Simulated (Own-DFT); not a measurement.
# Device materials side by side: how hard are they to compress?

Source: density functional calculations with Own-DFT, an unreviewed in-house program that is no longer used. Nothing was measured or relaxed, and spin and spin-orbit coupling are left out.

Keep in mind (not all hold for every row): forces on such cells moved up to 12 meV/angstrom on a denser k mesh; forces not confirmed at this smearing and k mesh; k mesh not checked against a denser one; forces on such cells passed a denser k mesh, each cell not checked; stress not checked against mesh or cutoff.

All runs are PBE with PseudoDojo norm-conserving files; cutoff and k mesh are each material's own. Every cell starts from measured lattice constants and was given uniform random strains and small random moves of its atoms. Each triple is the change of volume in per cent, the rms move u in Å and the pressure in GPa.

- wurtzite AlN (Al36N36), 10.45 Å³/atom unstrained: (-3.11, 0.049, 12.68); (-2.14, 0.052, 10.95); (-2.13, 0.049, 10.59); (-1.29, 0.050, 8.65); (0.19, 0.049, 4.52); (0.21, 0.051, 5.49); (3.17, 0.050, -0.67)
- wurtzite GaN (Ga36N36), 11.42 Å³/atom unstrained: (-1.98, 0.052, 11.01); (-0.97, 0.047, 8.78); (-0.49, 0.050, 7.88); (-0.27, 0.047, 7.92); (0.38, 0.051, 6.68); (0.85, 0.049, 5.27); (1.83, 0.050, 3.83)
- diamond silicon (Si64), 20.02 Å³/atom unstrained: (-2.47, 0.048, 5.11); (-1.01, 0.048, 3.92); (-0.31, 0.050, 3.02); (0.14, 0.048, 2.49); (0.81, 0.048, 1.69); (0.87, 0.051, 2.06); (3.51, 0.047, -0.58)
- zincblende GaP (Ga32P32), 20.24 Å³/atom unstrained: (-1.44, 0.052, 4.88); (-0.98, 0.049, 4.25); (-0.60, 0.051, 3.95); (0.22, 0.047, 2.99); (0.80, 0.054, 2.85); (0.91, 0.050, 2.57); (2.61, 0.050, 1.26)
- zincblende InP (In32P32), 25.27 Å³/atom unstrained: withheld
- grey tin (Sn64), 34.15 Å³/atom unstrained: (-1.70, 0.052, 4.76); (-0.60, 0.046, 3.97); (0.50, 0.046, 3.44); (0.52, 0.046, 3.54); (0.55, 0.048, 3.42); (0.85, 0.054, 3.28); (1.33, 0.051, 2.94)

## Working it out

Fit a line to each set against the fractional change of volume; B is minus its slope, and u is nearly the same within a set. To take it to zero pressure, assume that B rises by 4 GPa for each GPa: B0 = B - 4 x (mean pressure). The bond length of an ideal tetrahedral crystal with the unstrained volume v is d = (√3/4)(8 v)^(1/3). Cohen's empirical rule reads B0 = (1971 - 220 L) d^(-3.5) GPa, with L = 0 for group IV crystals and SiC and 1 for III-V compounds.

```
                material  L  d (Å)   B (GPa)  mean P (GPa)  B0 (GPa)  rule (GPa)
  wurtzite AlN (Al36N36)  1  1.893  218 ± 10           7.5  188 ± 10         188
  wurtzite GaN (Ga36N36)  1  1.950   188 ± 8           7.3   159 ± 8         169
  diamond silicon (Si64)  0  2.352    97 ± 4           2.5    86 ± 4          99
zincblende GaP (Ga32P32)  1  2.360    87 ± 5           3.2    74 ± 5          87
zincblende InP (In32P32)  1  2.541         ?             ?         ?          67
         grey tin (Sn64)  0  2.810    57 ± 3           3.6    43 ± 3          53
```

A line through ln[B0/(1971 - 220 L)] against ln d has a slope of -4.0 ± 0.1 and a scatter of 2 %. Against the rule, B0 stands at 100 % for wurtzite AlN, 94 % for wurtzite GaN, 87 % for diamond silicon, 85 % for zincblende GaP, 80 % for grey tin. PBE tends to make silicon and heavier crystals too soft, and the rule itself is only a guide.

## Withheld run

Q: what B0 does the fitted trend give for zincblende InP (In32P32)?

From the line: 56 GPa. Its own runs give B = 75 ± 4 GPa at a mean pressure of 4.2 GPa, so B0 = 58 GPa.
